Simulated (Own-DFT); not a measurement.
# Computed records: SiC (2H silicon carbide, atoms displaced)

All values are calculated (Own-DFT development build). A calculation, not a measurement: plane-wave PBE density functional theory by an unreviewed code, no spin, of a simulated periodic cell, stress positive in tension, free energy of the whole cell less one offset for each atom, forces on such cells passed a denser k mesh, this cell's mesh not checked; offsets are fitted by least squares, one for each functional and potential file, so energies compare only between cells with the same atoms and settings and are not formation energies; the far tail of each file's local potential was reset to the Coulomb form; each entry is a single point on an unrelaxed cell, so the pressure reflects the starting lattice, mostly measured values (interpolated for alloys), from which strain is counted, and rises with the displacements; printed positions are rounded, which can move forces by about a meV/angstrom; the program, named Own-DFT, is a retired in-house code; no spin-orbit coupling.

## SiC (2H silicon carbide, atoms displaced)

```xyz
32
Lattice="6.1654 0.0000 0.0000 -3.0827 5.3394 0.0000 0.0000 0.0000 10.0681" Properties=species:S:1:pos:R:3 SiC
Si     3.1243     5.2162     0.0276
Si     0.0018     1.7920     2.4338
C     -2.9931     5.2475     1.8298
C     -0.0011     1.7579     4.3666
Si     0.0010     0.0512     5.0031
Si    -0.0296     1.9021     7.6114
C      0.0080     0.0326     6.9960
C      0.0596     1.7821     9.4295
Si     4.4304     2.7358    10.0218
Si    -1.4957     4.3687     2.4135
C      4.5615     2.6351     1.8959
C     -1.5736     4.4220     4.5203
Si     4.5751     2.6480     5.0607
Si    -1.6553     4.4495     7.5318
C      4.6386     2.6333     6.9100
C     -1.5275     4.3829     9.5217
Si    -0.0119     5.3247    10.0224
Si     3.1139     1.8022     2.4771
C      0.0433     5.3247     1.8981
C      3.0939     1.8575     4.4298
Si     3.0792     0.0512     4.9706
Si     3.1408     1.7102     7.4524
C      3.0584     0.0089     6.8612
C      3.1435     1.8831     9.5439
Si     1.6100     2.7158     0.0016
Si     1.4907     4.4070     2.5689
C      1.5420     2.7344     1.8093
C      1.5389     4.4004     4.3360
Si     1.5014     2.5946     5.0851
Si     1.6141     4.4289     7.5125
C      1.6239     2.6747     6.9165
C      1.5085     4.4431     9.3436
```

Settings of this run: functional PBE, potential files PseudoDojo norm-conserving, scalar-relativistic, standard set, wave cutoff 42 hartree, occupations Fermi-Dirac, smearing width 0.1 eV, hardware one NVIDIA H100 and k mesh 5 x 5 x 3 centred on Gamma.

The calculation gives: free energy of cell above offsets -1.357 eV; pressure 6.62 GPa; stress xx -6.98 GPa; stress yy -5.65 GPa; stress zz -7.24 GPa; stress yz -0.39 GPa; stress xz -1.32 GPa; stress xy -1.74 GPa; wall time 117.7 s.

Force:
```
element  x (eV/Å)  y (eV/Å)  z (eV/Å)
     Si    -1.661     3.134    -1.646
     Si     0.382    -1.192    -0.124
      C    -1.846      1.28     1.765
      C    -0.595     0.765    -0.033
     Si    -0.477    -1.892     0.638
     Si     1.922    -2.117    -0.136
      C    -1.002     1.463    -1.899
      C     -0.92    -0.162      1.49
     Si     8.305    -0.916     3.037
     Si     -0.34     1.282     2.642
      C     2.071     0.096    -1.241
      C     0.835     0.693    -2.312
     Si     1.795     0.904    -0.662
     Si     2.836    -0.309     0.331
      C    -0.575     1.116     0.341
      C      0.05     2.373    -2.805
     Si     1.119     0.639     0.896
     Si    -2.103    -0.703     1.164
      C    -0.641     0.291    -0.648
      C    -1.151    -1.697    -1.276
     Si    -0.091     -1.34     0.197
     Si    -0.832     1.059     1.973
      C     0.478    -1.626     1.034
      C    -5.111    -5.126     -4.11
     Si    -2.628    -0.381    -1.342
     Si     1.981     0.764    -2.193
      C    -0.009    -1.398     1.893
      C     -0.29     0.658     2.972
     Si     0.534     1.698    -1.433
     Si    -1.677     0.765    -0.438
      C    -1.161      -0.4     0.356
      C     0.803     0.279     1.568
```
